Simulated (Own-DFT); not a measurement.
# Response to strain: fcc Cu, 16 atoms (Cu16)

All numbers below are calculated, not measured. The program, named Own-DFT, is a retired in-house plane-wave density functional code that no person has reviewed. Each row is one single-point run on a periodic cell that was not relaxed, without spin or spin-orbit coupling.

Settings of every run: PBE; PseudoDojo norm-conserving scalar-relativistic files; cutoff 50 hartree; 7 x 7 x 5 k mesh centred on Gamma; cold (Marzari-Vanderbilt) smearing of 0.2 eV.

Known limits: forces on such cells failed a check on a denser k mesh; stress not checked against mesh or cutoff.

Unstrained cell vectors in Å: (3.615, 3.615, 0.000); (-3.615, 3.615, 0.000); (0.000, 0.000, 7.230). The unstrained cell has measured lattice constants (interpolated for alloys), not those of this functional. That, the random moves and any unrelaxed bonds set the pressure at no strain. Each run strains this cell uniformly, with the atoms carried along. Every atom was also moved at random, by a Gaussian of width 0.05 Å on each axis. Strain is the symmetric tensor, in per cent. Stress is positive in tension, and the pressure is minus a third of its trace.

```
run,e_xx (%),e_yy (%),e_zz (%),e_yz (%),e_xz (%),e_xy (%),s_xx (GPa),s_yy (GPa),s_zz (GPa),s_yz (GPa),s_xz (GPa),s_xy (GPa),P (GPa),E (meV/atom)
1,-1.91,-0.70,-0.41,1.66,1.93,1.96,-8.73,-7.61,-7.72,3.23,4.18,3.93,8.02,21.7
2,-0.01,1.03,-1.57,-0.86,-0.09,1.46,-4.10,-3.22,-4.19,-1.64,-0.01,2.27,3.84,10.6
3,-1.01,0.79,-1.42,-0.86,1.15,1.16,-6.24,-4.36,-6.34,-1.39,2.32,1.85,5.65,16.7
4,1.67,-1.02,0.48,-0.24,1.13,-1.87,-1.12,-2.66,-1.46,-0.44,1.46,-3.17,1.75,18.4
5,1.34,1.73,-0.45,-1.65,1.51,-0.60,0.62,0.78,-0.19,-3.04,2.77,-0.92,-0.40,17.3
6,-0.99,-0.40,-0.23,0.70,-1.76,-0.05,-6.03,-5.04,-5.00,1.09,-3.49,-0.17,5.35,10.8
7,-0.54,-0.12,0.61,0.47,-1.24,-0.06,-3.41,-2.88,-2.67,1.08,-2.25,0.31,2.99,11.6
8,-0.31,-0.23,1.72,1.25,1.02,0.74,-1.52,-1.57,-0.27,1.93,1.77,1.51,1.12,8.6
9,-1.30,-0.11,1.87,-1.19,-1.23,1.89,-3.71,-2.94,-1.19,-1.80,-2.17,3.61,2.61,17.1
10,1.76,-0.17,1.91,0.17,-0.35,-0.16,2.24,1.17,2.69,0.34,-0.40,-0.50,-2.04,9.5
11,1.72,1.43,0.09,-0.81,1.02,1.42,2.03,1.90,1.99,-1.32,1.63,2.06,-1.97,3.6
12,-1.85,-1.44,-1.69,1.13,-0.82,-1.57,-11.76,-11.33,-11.30,2.68,-1.91,-3.10,11.46,28.6
13,-0.14,0.76,-0.51,-0.70,-0.48,0.19,-2.67,-1.90,-2.35,-1.32,-0.79,0.17,2.30,0.0
14,1.75,-1.98,-1.64,-1.34,1.53,-0.90,-4.61,-7.66,-6.83,-3.02,2.53,-1.58,6.37,21.8
15,0.82,1.07,0.66,0.72,-1.60,1.57,?,?,?,?,?,?,?,?
```

E is the free energy for each atom above the lowest run shown.

## Worked fit

Each stress component was fitted by least squares to a constant and the strains of the runs shown, as fractions, with shears doubled. Shear strains stay in the fit of a normal stress only where such slopes are resolved. The slopes, in GPa:

```
stress  at no strain  per e_xx  per e_yy  per e_zz  scatter
  s_xx          -3.4   195 ± 8  137 ± 10   138 ± 8     0.37
  s_yy          -3.2   117 ± 9  213 ± 11  138 ± 10     0.44
  s_zz          -3.0   134 ± 9  153 ± 11   199 ± 9     0.42
```

Each shear stress against twice its own strain: yz 90 ± 6, xz 94 ± 4, xy 86 ± 5 GPa. These are stiffnesses along x, y and z of the frame in which the cell vectors are given, which need not be the crystal's axes. The atoms are held to the strained lattice; where symmetry lets them move under strain, relaxing them would lower some slopes. The table should be nearly symmetric about its diagonal, and what it lacks of that shows the noise. A ninth of its sum, 158 ± 4 GPa, estimates the bulk modulus near the mean pressure of these runs, 3.4 GPa, so it lies above the value at zero pressure.

## Withheld run

Question: what normal stresses and pressure should run 15 give?

The fit gives s_xx = 0.6, s_yy = 0.9, s_zz = 1.1 and P = -0.9 GPa. The calculation gave 0.38, 0.96, 0.54 and P = -0.63 GPa.
